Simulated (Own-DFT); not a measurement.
## Calculated data, GaN (wurtzite, strained, atoms displaced)

Computed with Own-DFT development build. A calculation, not a measurement: plane-wave PBE density functional theory by an unreviewed code, no spin, of a simulated periodic cell, stress positive in tension, free energy of the whole cell less one offset for each atom, forces on such cells passed a denser k mesh, this cell's mesh not checked; offsets are fitted by least squares, one for each functional and potential file, so energies compare only between cells with the same atoms and settings and are not formation energies; the far tail of each file's local potential was reset to the Coulomb form; each entry is a single point on an unrelaxed cell, so the pressure reflects the starting lattice, mostly measured values (interpolated for alloys), from which strain is counted, and rises with the displacements; printed positions are rounded, which can move forces by about a meV/angstrom; the program, named Own-DFT, is a retired in-house code; no spin-orbit coupling.

Settings shared by all entries: functional PBE; potential files PseudoDojo norm-conserving, scalar-relativistic, standard set with the stringent files for Ga; wave cutoff 96 hartree; occupations Gaussian; smearing width 0.01 eV; k mesh 3 x 4 x 3 centred on Gamma.

(1) GaN (wurtzite, strained, atoms displaced)

```cif
# cell vector a (Å): 12.7560 0.0000 -0.0957
# cell vector b (Å): -4.7835 8.2853 0.0359
# cell vector c (Å): -0.0778 0.0000 10.3700
data_GaN
_symmetry_space_group_name_H-M 'P 1'
_symmetry_Int_Tables_number 1
_cell_length_a 12.7564
_cell_length_b 9.5671
_cell_length_c 10.3703
_cell_angle_alpha 89.570
_cell_angle_beta 90.860
_cell_angle_gamma 120.001
_cell_volume 1095.92
loop_
_atom_site_label
_atom_site_type_symbol
_atom_site_fract_x
_atom_site_fract_y
_atom_site_fract_z
_atom_site_occupancy
Ga1 Ga 0.07792 0.22168 0.00858 1
Ga2 Ga 0.16606 0.11167 0.24877 1
N1 N 0.08536 0.22791 0.18597 1
N2 N 0.17270 0.11870 0.43052 1
Ga3 Ga 0.08443 0.22727 0.49347 1
Ga4 Ga 0.16232 0.10950 0.75111 1
N3 N 0.08900 0.23382 0.68022 1
N4 N 0.17260 0.11199 0.93900 1
Ga5 Ga 0.08444 0.55337 0.00455 1
Ga6 Ga 0.17086 0.44176 0.25247 1
N5 N 0.08164 0.54524 0.19422 1
N6 N 0.16162 0.43967 0.44414 1
Ga7 Ga 0.08715 0.55834 0.50010 1
Ga8 Ga 0.16501 0.44374 0.74725 1
N7 N 0.07843 0.54127 0.67988 1
N8 N 0.16780 0.44858 0.94517 1
Ga9 Ga 0.08439 0.88570 0.01010 1
Ga10 Ga 0.16463 0.77272 0.24753 1
N9 N 0.08916 0.89886 0.19239 1
N10 N 0.16419 0.78077 0.43930 1
Ga11 Ga 0.07749 0.88831 0.50516 1
Ga12 Ga 0.17384 0.78164 0.74333 1
N11 N 0.07943 0.88273 0.68172 1
N12 N 0.16599 0.78702 0.93323 1
Ga13 Ga 0.33589 0.21737 0.99678 1
Ga14 Ga 0.41429 0.10142 0.24203 1
N13 N 0.33462 0.22391 0.19182 1
N14 N 0.42302 0.11373 0.44247 1
Ga15 Ga 0.32702 0.22308 0.49322 1
Ga16 Ga 0.41766 0.10534 0.75090 1
N15 N 0.33321 0.22704 0.68662 1
N16 N 0.41503 0.10374 0.93761 1
Ga17 Ga 0.34310 0.55732 0.99446 1
Ga18 Ga 0.41658 0.44367 0.24888 1
N17 N 0.33689 0.56657 0.18175 1
N18 N 0.41694 0.44373 0.44443 1
Ga19 Ga 0.33688 0.56564 0.49341 1
Ga20 Ga 0.41655 0.44619 0.75513 1
N19 N 0.34013 0.56815 0.68659 1
N20 N 0.41740 0.44678 0.93696 1
Ga21 Ga 0.33110 0.89444 0.00078 1
Ga22 Ga 0.41399 0.76906 0.25854 1
N21 N 0.33510 0.88582 0.18765 1
N22 N 0.41854 0.78183 0.44345 1
Ga23 Ga 0.33319 0.88014 0.50148 1
Ga24 Ga 0.41506 0.78015 0.74889 1
N23 N 0.32016 0.87771 0.69199 1
N24 N 0.41705 0.77420 0.93614 1
Ga25 Ga 0.58704 0.22057 0.99848 1
Ga26 Ga 0.66730 0.10859 0.25604 1
N25 N 0.58125 0.21848 0.17682 1
N26 N 0.65998 0.10870 0.44357 1
Ga27 Ga 0.58062 0.22667 0.50193 1
Ga28 Ga 0.66277 0.11868 0.74869 1
N27 N 0.58099 0.21699 0.69350 1
N28 N 0.65820 0.09831 0.93854 1
Ga29 Ga 0.58411 0.56534 0.99896 1
Ga30 Ga 0.66311 0.44260 0.25119 1
N29 N 0.59188 0.56599 0.19476 1
N30 N 0.66497 0.43914 0.43551 1
Ga31 Ga 0.58502 0.55139 0.50700 1
Ga32 Ga 0.67223 0.44282 0.75013 1
N31 N 0.58311 0.55544 0.69448 1
N32 N 0.66450 0.43790 0.93766 1
Ga33 Ga 0.57874 0.88355 0.00413 1
Ga34 Ga 0.66198 0.76784 0.25962 1
N33 N 0.57940 0.88153 0.19650 1
N34 N 0.66531 0.77875 0.43378 1
Ga35 Ga 0.58336 0.88945 0.49985 1
Ga36 Ga 0.67409 0.77909 0.74631 1
N35 N 0.57819 0.89120 0.69139 1
N36 N 0.66104 0.77450 0.94157 1
Ga37 Ga 0.83122 0.22362 0.99653 1
Ga38 Ga 0.92331 0.11161 0.25331 1
N37 N 0.83878 0.22740 0.18128 1
N38 N 0.92132 0.11449 0.43078 1
Ga39 Ga 0.83316 0.22019 0.49407 1
Ga40 Ga 0.92901 0.12051 0.73799 1
N39 N 0.82873 0.23285 0.69044 1
N40 N 0.92162 0.11939 0.94260 1
Ga41 Ga 0.83401 0.55440 0.99711 1
Ga42 Ga 0.91221 0.44161 0.25114 1
N41 N 0.83361 0.55613 0.18292 1
N42 N 0.91874 0.45339 0.43659 1
Ga43 Ga 0.83613 0.54983 0.49977 1
Ga44 Ga 0.91357 0.45549 0.74941 1
N43 N 0.83425 0.55699 0.69334 1
N44 N 0.91983 0.43563 0.93726 1
Ga45 Ga 0.83184 0.88694 0.00071 1
Ga46 Ga 0.91825 0.78367 0.25162 1
N45 N 0.82891 0.88113 0.19593 1
N46 N 0.91671 0.77199 0.44786 1
Ga47 Ga 0.83091 0.88541 0.49760 1
Ga48 Ga 0.92059 0.77902 0.75197 1
N47 N 0.83137 0.88810 0.68577 1
N48 N 0.92308 0.78102 0.93780 1
```

The calculation gives: free energy of cell above offsets -4.754 eV; pressure 6.97 GPa; stress xx -6.47 GPa; stress yy -7.24 GPa; stress zz -7.19 GPa; stress yz -0.26 GPa; stress xz -1.29 GPa; stress xy -0.69 GPa.

Force:
| element | x (eV/Å) | y (eV/Å) | z (eV/Å) |
| --- | --- | --- | --- |
| Ga | 1.755 | 0.827 | -1.936 |
| Ga | 0.506 | 1.075 | -0.348 |
| N | 0.533 | -0.808 | 1.595 |
| N | -2.22 | -1.495 | 0.855 |
| Ga | 0.974 | -1.056 | 0.489 |
| Ga | 1.109 | 0.237 | -0.095 |
| N | 0.582 | -1.59 | 0.124 |
| N | -1.611 | -0.283 | 0.229 |
| Ga | -0.05 | 0.631 | -0.381 |
| Ga | -0.278 | 0.771 | -0.169 |
| N | -0.426 | 1.082 | -0.329 |
| N | 1.15 | 1.822 | -1.573 |
| Ga | -0.818 | 0.101 | -0.681 |
| Ga | 0.907 | 1.313 | 1.165 |
| N | -0.803 | 1.699 | 1.471 |
| N | 0.85 | -0.538 | -1.122 |
| Ga | -0.148 | 0.997 | -1.485 |
| Ga | 0.305 | 0.066 | 0.695 |
| N | -0.396 | -1.703 | 0.071 |
| N | 0.602 | -0.067 | -0.262 |
| Ga | 1.418 | 0.804 | -1.76 |
| Ga | -4.249 | -2.867 | 1.726 |
| N | 0.258 | 0.903 | 1.82 |
| N | 0.59 | -1.424 | 0.605 |
| Ga | -0.287 | 0.799 | 0.463 |
| Ga | 0.252 | 1.308 | 1.437 |
| N | 0.121 | -0.276 | -0.872 |
| N | -1.851 | -1.215 | -0.928 |
| Ga | 2.396 | 0.05 | 1.456 |
| Ga | -1.559 | 0.38 | -0.428 |
| N | 0.127 | -0.869 | 0.233 |
| N | 0.334 | 1.339 | -0.198 |
| Ga | -2.44 | 0.137 | 0.413 |
| Ga | 0.326 | 0.632 | 0.349 |
| N | 0.439 | -2.072 | 1.032 |
| N | -0.189 | 0.979 | -1.192 |
| Ga | 0.3 | -1.907 | 1.683 |
| Ga | -0.254 | -0.005 | -1.49 |
| N | -0.57 | -1.739 | -0.226 |
| N | 1.212 | -1.029 | 0.737 |
| Ga | 1.011 | -1.956 | -0.21 |
| Ga | 0.023 | 1.613 | -1.053 |
| N | -0.668 | -0.814 | 0.195 |
| N | 0.035 | -0.318 | -0.818 |
| Ga | -1.59 | 1.782 | 0.038 |
| Ga | 0.396 | 0.07 | 0.701 |
| N | 4.224 | 2.855 | -1.864 |
| N | -0.959 | 0.734 | 0.254 |
| Ga | -0.465 | -0.387 | -0.727 |
| Ga | -0.113 | 0.092 | -1.209 |
| N | 0.204 | 0.262 | 2.46 |
| N | 0.993 | 0.693 | -0.583 |
| Ga | 0.83 | -0.581 | 0.487 |
| Ga | 2.386 | -1.947 | 0.736 |
| N | -1.457 | 1.508 | -1.163 |
| N | 0.847 | 1.179 | -0.193 |
| Ga | 1.046 | -1.927 | 0.725 |
| Ga | 0.881 | -0.423 | -1.075 |
| N | -1.146 | -2.589 | -1.531 |
| N | 0.309 | 1.06 | 0.89 |
| Ga | -0.526 | 0.274 | -0.421 |
| Ga | -1.543 | -0.152 | 0.516 |
| N | 0.851 | -0.12 | -0.458 |
| N | -0.157 | 1.117 | -0.007 |
| Ga | -0.059 | 0.222 | 0.328 |
| Ga | -0.085 | 2.157 | -1.771 |
| N | 0.224 | 0.544 | -0.331 |
| N | 0.149 | -0.39 | 2.899 |
| Ga | 0.388 | 0.085 | 1.114 |
| Ga | -2.398 | 0.096 | 0.993 |
| N | 1.346 | 0.141 | -0.746 |
| N | 1.155 | 1.422 | -0.963 |
| Ga | -0.019 | -1.253 | -0.142 |
| Ga | -1.331 | -0.208 | -2.126 |
| N | -0.476 | -1.214 | 1.579 |
| N | -0.715 | -0.694 | 1.942 |
| Ga | -0.542 | 0.671 | 1.014 |
| Ga | -2.482 | -0.32 | 1.612 |
| N | 1.392 | -0.944 | -0.914 |
| N | -0.73 | -1.779 | -1.408 |
| Ga | 0.278 | -0.262 | 0.009 |
| Ga | 0.386 | 0.398 | -0.571 |
| N | -0.198 | 0.342 | 0.949 |
| N | 0.918 | -1.624 | -0.064 |
| Ga | -1.342 | 0.362 | 0.491 |
| Ga | 2.873 | -1.596 | 0.597 |
| N | -1.272 | 0.956 | -1.329 |
| N | -1.21 | 1.845 | -0.254 |
| Ga | 0.038 | 0.481 | 0.208 |
| Ga | 0.607 | -1.218 | 0.316 |
| N | 0.017 | 1.247 | -0.795 |
| N | -1.215 | 0.377 | -1.478 |
| Ga | 0.28 | 0.184 | -0.139 |
| Ga | -0.521 | 0.231 | -0.148 |
| N | 1.286 | 1.041 | -0.063 |
| N | -1.053 | -0.334 | 0.332 |

(2) GaN (wurtzite, strained, atoms displaced)

```cif
# cell vector a (Å): 12.7560 -0.0957 0.0000
# cell vector b (Å): -4.8456 8.3211 0.0000
# cell vector c (Å): 0.0000 0.0000 10.3700
data_GaN
_symmetry_space_group_name_H-M 'P 1'
_symmetry_Int_Tables_number 1
_cell_length_a 12.7564
_cell_length_b 9.6292
_cell_length_c 10.3700
_cell_angle_alpha 90.000
_cell_angle_beta 90.000
_cell_angle_gamma 120.643
_cell_volume 1095.90
loop_
_atom_site_label
_atom_site_type_symbol
_atom_site_fract_x
_atom_site_fract_y
_atom_site_fract_z
_atom_site_occupancy
Ga1 Ga 0.07950 0.21592 0.00850 1
Ga2 Ga 0.15797 0.10955 0.25332 1
N1 N 0.08629 0.22245 0.18933 1
N2 N 0.16509 0.11907 0.43295 1
Ga3 Ga 0.08286 0.22014 0.50179 1
Ga4 Ga 0.16982 0.11107 0.75146 1
N3 N 0.08106 0.21473 0.69384 1
N4 N 0.17262 0.11803 0.93871 1
Ga5 Ga 0.08125 0.55113 0.00033 1
Ga6 Ga 0.17034 0.44851 0.24748 1
N5 N 0.07954 0.54534 0.18849 1
N6 N 0.16428 0.43950 0.44046 1
Ga7 Ga 0.08609 0.55683 0.49836 1
Ga8 Ga 0.17141 0.44512 0.74533 1
N7 N 0.07710 0.54807 0.68669 1
N8 N 0.16905 0.44346 0.93835 1
Ga9 Ga 0.07965 0.88513 0.99875 1
Ga10 Ga 0.16931 0.78390 0.23555 1
N9 N 0.08241 0.88493 0.18307 1
N10 N 0.16750 0.77625 0.44216 1
Ga11 Ga 0.07815 0.87755 0.49423 1
Ga12 Ga 0.16297 0.77496 0.74787 1
N11 N 0.07657 0.89091 0.68283 1
N12 N 0.17524 0.79573 0.93996 1
Ga13 Ga 0.32509 0.22754 0.99702 1
Ga14 Ga 0.42062 0.10964 0.25771 1
N13 N 0.33008 0.20882 0.19443 1
N14 N 0.41611 0.10142 0.44261 1
Ga15 Ga 0.33639 0.22052 0.49808 1
Ga16 Ga 0.41456 0.11627 0.75375 1
N15 N 0.32733 0.22526 0.69552 1
N16 N 0.41569 0.11561 0.93978 1
Ga17 Ga 0.33651 0.56178 0.00168 1
Ga18 Ga 0.40962 0.43854 0.25203 1
N17 N 0.33684 0.55476 0.18663 1
N18 N 0.42037 0.44539 0.45432 1
Ga19 Ga 0.33437 0.55193 0.50128 1
Ga20 Ga 0.42197 0.44184 0.74831 1
N19 N 0.33494 0.56335 0.68509 1
N20 N 0.41140 0.42712 0.94334 1
Ga21 Ga 0.32455 0.88833 0.00459 1
Ga22 Ga 0.42613 0.77438 0.24212 1
N21 N 0.33511 0.88709 0.19299 1
N22 N 0.41446 0.77780 0.43206 1
Ga23 Ga 0.32933 0.89201 0.49590 1
Ga24 Ga 0.42187 0.77921 0.74819 1
N23 N 0.33162 0.89545 0.67541 1
N24 N 0.41271 0.78397 0.94136 1
Ga25 Ga 0.58198 0.22302 0.99252 1
Ga26 Ga 0.66934 0.10782 0.25299 1
N25 N 0.58948 0.22396 0.19083 1
N26 N 0.67193 0.10984 0.42934 1
Ga27 Ga 0.58872 0.22644 0.50758 1
Ga28 Ga 0.66305 0.11254 0.75717 1
N27 N 0.57665 0.21294 0.68764 1
N28 N 0.66646 0.10081 0.92994 1
Ga29 Ga 0.58920 0.55865 0.00136 1
Ga30 Ga 0.66539 0.43776 0.24017 1
N29 N 0.58468 0.56762 0.18070 1
N30 N 0.67014 0.44747 0.44099 1
Ga31 Ga 0.58219 0.55907 0.49258 1
Ga32 Ga 0.65786 0.44554 0.74821 1
N31 N 0.58592 0.54809 0.68972 1
N32 N 0.66729 0.43675 0.93862 1
Ga33 Ga 0.58653 0.88989 0.99517 1
Ga34 Ga 0.67811 0.78672 0.24256 1
N33 N 0.59347 0.89636 0.19127 1
N34 N 0.66908 0.78069 0.43341 1
Ga35 Ga 0.57862 0.88248 0.49324 1
Ga36 Ga 0.66627 0.77375 0.76257 1
N35 N 0.58515 0.88014 0.68444 1
N36 N 0.66444 0.77347 0.93418 1
Ga37 Ga 0.83123 0.21814 0.99062 1
Ga38 Ga 0.91977 0.11949 0.24361 1
N37 N 0.82871 0.21896 0.19049 1
N38 N 0.91333 0.11420 0.43755 1
Ga39 Ga 0.82986 0.22664 0.49744 1
Ga40 Ga 0.91400 0.11120 0.74966 1
N39 N 0.82909 0.21744 0.69079 1
N40 N 0.92543 0.11598 0.93587 1
Ga41 Ga 0.83587 0.54798 0.99552 1
Ga42 Ga 0.91655 0.44393 0.24717 1
N41 N 0.84221 0.56032 0.19046 1
N42 N 0.91592 0.44640 0.43549 1
Ga43 Ga 0.83017 0.55798 0.50099 1
Ga44 Ga 0.91811 0.45288 0.75239 1
N43 N 0.83394 0.55923 0.69387 1
N44 N 0.91100 0.43998 0.93677 1
Ga45 Ga 0.83708 0.88492 0.99855 1
Ga46 Ga 0.91817 0.79364 0.25527 1
N45 N 0.83369 0.88784 0.18540 1
N46 N 0.91498 0.77273 0.43952 1
Ga47 Ga 0.83980 0.89539 0.50587 1
Ga48 Ga 0.91698 0.77931 0.75274 1
N47 N 0.83773 0.89112 0.69058 1
N48 N 0.91487 0.77892 0.94520 1
```

It finds free energy of cell above offsets -4.156 eV; pressure 7.23 GPa; stress xx -7.94 GPa; stress yy -6.61 GPa; stress zz -7.15 GPa; stress yz 0.48 GPa; stress xz -0.46 GPa; stress xy -2.89 GPa.

Force:
| element | x (eV/Å) | y (eV/Å) | z (eV/Å) |
| --- | --- | --- | --- |
| Ga | 1.418 | 1.261 | -1.712 |
| Ga | 2.146 | -0.505 | -0.73 |
| N | -0.761 | 0.552 | 0.101 |
| N | 1.055 | -1.32 | 1.34 |
| Ga | -0.797 | -0.051 | 0.531 |
| Ga | -1.822 | -0.755 | 0.174 |
| N | 0.12 | 0.978 | -0.831 |
| N | -2.688 | -2.202 | -0.136 |
| Ga | 0.563 | 0.232 | -0.47 |
| Ga | -0.231 | -0.21 | 0.85 |
| N | 0.63 | 1.337 | -0.544 |
| N | 0.442 | 0.623 | -0.577 |
| Ga | -0.567 | -0.589 | -0.138 |
| Ga | -0.858 | -0.664 | 0.701 |
| N | 1.092 | 0.873 | 0.388 |
| N | -0.56 | 0.134 | 0.169 |
| Ga | 0.339 | 1.332 | -0.156 |
| Ga | -0.106 | -1.362 | 2.041 |
| N | -0.746 | 0.824 | 0.848 |
| N | -1.007 | -0.143 | -1.771 |
| Ga | 0.57 | 1.43 | 0.597 |
| Ga | 0.38 | 0.69 | -0.601 |
| N | 1.535 | -0.227 | 0.635 |
| N | -2.515 | -3.121 | -1.235 |
| Ga | 2.806 | -2.276 | 2.523 |
| Ga | -0.089 | 0.093 | -0.926 |
| N | -0.555 | 1.213 | -0.254 |
| N | -0.057 | 2.685 | -0.389 |
| Ga | -0.596 | -0.642 | 0.586 |
| Ga | -0.399 | -1.264 | -0.423 |
| N | 1.956 | -0.039 | -1.808 |
| N | -0.162 | -0.504 | 0.159 |
| Ga | 0.262 | -0.816 | -1.065 |
| Ga | 1.505 | -0.333 | -0.001 |
| N | -0.364 | -0.203 | 0.293 |
| N | -1.135 | -0.885 | -2.265 |
| Ga | -0.883 | 0.933 | -0.462 |
| Ga | -1.568 | 0.626 | 0.743 |
| N | 0.98 | -0.856 | 0.732 |
| N | 0.271 | 5.104 | -1.48 |
| Ga | 2.922 | 2.063 | 0.432 |
| Ga | -1.176 | 0.728 | 1.032 |
| N | 0.832 | 0.07 | -0.613 |
| N | 0.034 | -0.618 | 0.056 |
| Ga | 1.359 | -1.536 | -0.024 |
| Ga | -1.415 | 0.717 | -0.061 |
| N | 0.37 | -0.563 | 2.709 |
| N | 1.033 | -0.257 | -0.318 |
| Ga | 0.192 | -1.309 | 1.436 |
| Ga | -0.92 | 0.79 | -0.941 |
| N | -0.59 | -1.312 | -1.078 |
| N | -1.764 | -0.255 | 2.448 |
| Ga | 0.082 | -0.755 | -1.719 |
| Ga | 0.593 | -0.778 | -3.234 |
| N | 0.448 | 1.138 | 0.964 |
| N | -0.705 | 1.097 | 2.346 |
| Ga | -0.722 | -1.55 | -0.666 |
| Ga | 0.245 | 2.003 | 1.083 |
| N | 0.459 | -1.424 | 1.693 |
| N | -1.334 | -0.718 | -0.85 |
| Ga | 2.061 | 0.846 | 0.808 |
| Ga | 3.496 | -1.52 | 0.811 |
| N | -2.28 | 2.089 | -1.024 |
| N | -0.398 | 1.438 | -0.444 |
| Ga | -0.841 | -0.651 | 1.102 |
| Ga | -1.875 | -1.177 | 1.578 |
| N | -0.323 | -1.059 | -1.7 |
| N | 0.416 | -0.122 | 0.197 |
| Ga | 0.662 | 0.652 | 0.454 |
| Ga | 0.266 | 0.345 | -4.161 |
| N | -0.152 | 0.772 | 0.405 |
| N | 0.483 | 0.473 | 2.605 |
| Ga | 0.592 | -0.214 | 1.282 |
| Ga | -0.707 | -0.543 | 1.196 |
| N | 1.301 | 0.685 | -1.741 |
| N | 0.8 | -0.134 | -0.283 |
| Ga | 1.098 | -0.037 | 0.745 |
| Ga | 0.344 | 0.284 | -0.302 |
| N | -0.296 | 0.942 | -0.208 |
| N | -1.823 | -1.267 | 0.56 |
| Ga | -1.397 | 1.119 | 1.54 |
| Ga | -0.457 | -0.305 | 0.764 |
| N | -1.463 | 0.29 | -0.773 |
| N | 0.005 | 0.33 | 0.525 |
| Ga | 1.295 | -0.525 | 0.347 |
| Ga | -0.353 | -1.585 | -0.952 |
| N | -0.592 | -0.46 | -0.454 |
| N | 1.603 | 0.106 | 0.03 |
| Ga | -1.302 | 1.144 | 0.037 |
| Ga | 1.27 | -2.261 | -0.637 |
| N | 1.138 | 1.874 | -0.677 |
| N | -0.829 | 1.071 | -0.29 |
| Ga | -0.96 | -0.314 | -0.665 |
| Ga | -0.313 | 0.069 | 0.034 |
| N | -0.923 | -0.621 | 0.543 |
| N | 0.914 | -1.221 | -1.383 |
